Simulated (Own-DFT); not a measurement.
# Short bonds, stiff crystals?

No measurement is shown. These are fixed-geometry runs of a retired plane-wave code named Own-DFT, which no person has reviewed; spin and spin-orbit coupling are neglected.

Caveats (not all hold for every row): forces on such cells moved up to 12 meV/angstrom on a denser k mesh; forces not confirmed at this smearing and k mesh; k mesh not checked against a denser one; forces on such cells passed a denser k mesh, each cell not checked; stress not checked against mesh or cutoff.

All runs are PBE with PseudoDojo norm-conserving files; cutoff and k mesh are each material's own. Every cell starts from measured lattice constants and was given uniform random strains and small random moves of its atoms. Each triple is the change of volume in per cent, the rms move u in Å and the pressure in GPa.

- wurtzite AlN (Al64N64), 10.45 Å³/atom unstrained: (-2.58, 0.050, 12.08); (-1.22, 0.048, 8.61); (-1.21, 0.049, 8.15); (1.42, 0.052, 2.80); (1.66, 0.050, 2.63); (1.79, 0.048, 2.17); (3.06, 0.050, -0.41)
- wurtzite GaN (Ga48N48), 11.42 Å³/atom unstrained: withheld
- diamond silicon (Si64), 20.02 Å³/atom unstrained: (-3.76, 0.049, 6.76); (-2.72, 0.051, 5.68); (-0.76, 0.046, 3.23); (-0.15, 0.047, 2.68); (-0.06, 0.051, 2.67); (2.70, 0.048, 0.17); (3.07, 0.048, -0.02)
- zincblende GaAs (As32Ga32), 22.58 Å³/atom unstrained: (-2.86, 0.048, 6.63); (-1.80, 0.049, 5.30); (-0.83, 0.054, 4.84); (0.84, 0.047, 3.38); (1.13, 0.052, 3.31); (2.04, 0.051, 2.71); (2.68, 0.052, 2.12)
- zincblende InP (In48P48), 25.27 Å³/atom unstrained: (-3.74, 0.051, 6.90); (-0.26, 0.046, 3.86); (0.78, 0.048, 2.99); (1.02, 0.051, 2.95); (1.74, 0.051, 2.55); (3.06, 0.051, 1.52); (3.63, 0.048, 1.14)
- grey tin (Sn64), 34.15 Å³/atom unstrained: (-1.96, 0.049, 4.84); (-1.74, 0.050, 4.70); (-1.73, 0.051, 4.86); (-0.17, 0.049, 3.78); (0.06, 0.049, 3.65); (0.97, 0.051, 3.26); (2.10, 0.050, 2.74)

## Worked fit

Fit a line to each set against the fractional change of volume; B is minus its slope, and u is nearly the same within a set. To take it to zero pressure, assume that B rises by 4 GPa for each GPa: B0 = B - 4 x (mean pressure). The bond length of an ideal tetrahedral crystal with the unstrained volume v is d = (√3/4)(8 v)^(1/3). Cohen's empirical rule reads B0 = (1971 - 220 L) d^(-3.5) GPa, with L = 0 for group IV crystals and SiC and 1 for III-V compounds.

```
material,L,d (Å),B (GPa),mean P (GPa),B0 (GPa),rule (GPa)
wurtzite AlN (Al64N64),1,1.893,216 ± 7,5.1,196 ± 7,188
wurtzite GaN (Ga48N48),1,1.950,?,?,?,169
diamond silicon (Si64),0,2.352,100 ± 4,3.0,88 ± 4,99
zincblende GaAs (As32Ga32),1,2.448,78 ± 4,4.0,61 ± 4,76
zincblende InP (In48P48),1,2.541,78 ± 3,3.1,65 ± 3,67
grey tin (Sn64),0,2.810,54 ± 3,4.0,38 ± 3,53
```

A line through ln[B0/(1971 - 220 L)] against ln d has a slope of -4.3 ± 0.4 and a scatter of 10 %. Against the rule, B0 stands at 104 % for wurtzite AlN, 89 % for diamond silicon, 80 % for zincblende GaAs, 97 % for zincblende InP, 72 % for grey tin. PBE tends to make silicon and heavier crystals too soft, and the rule itself is only a guide.

## Withheld run

Q: what B0 does the fitted trend give for wurtzite GaN (Ga48N48)?

Estimate: 175 GPa. Its own runs give B = 193 ± 4 GPa at a mean pressure of 6.7 GPa, so B0 = 166 GPa.
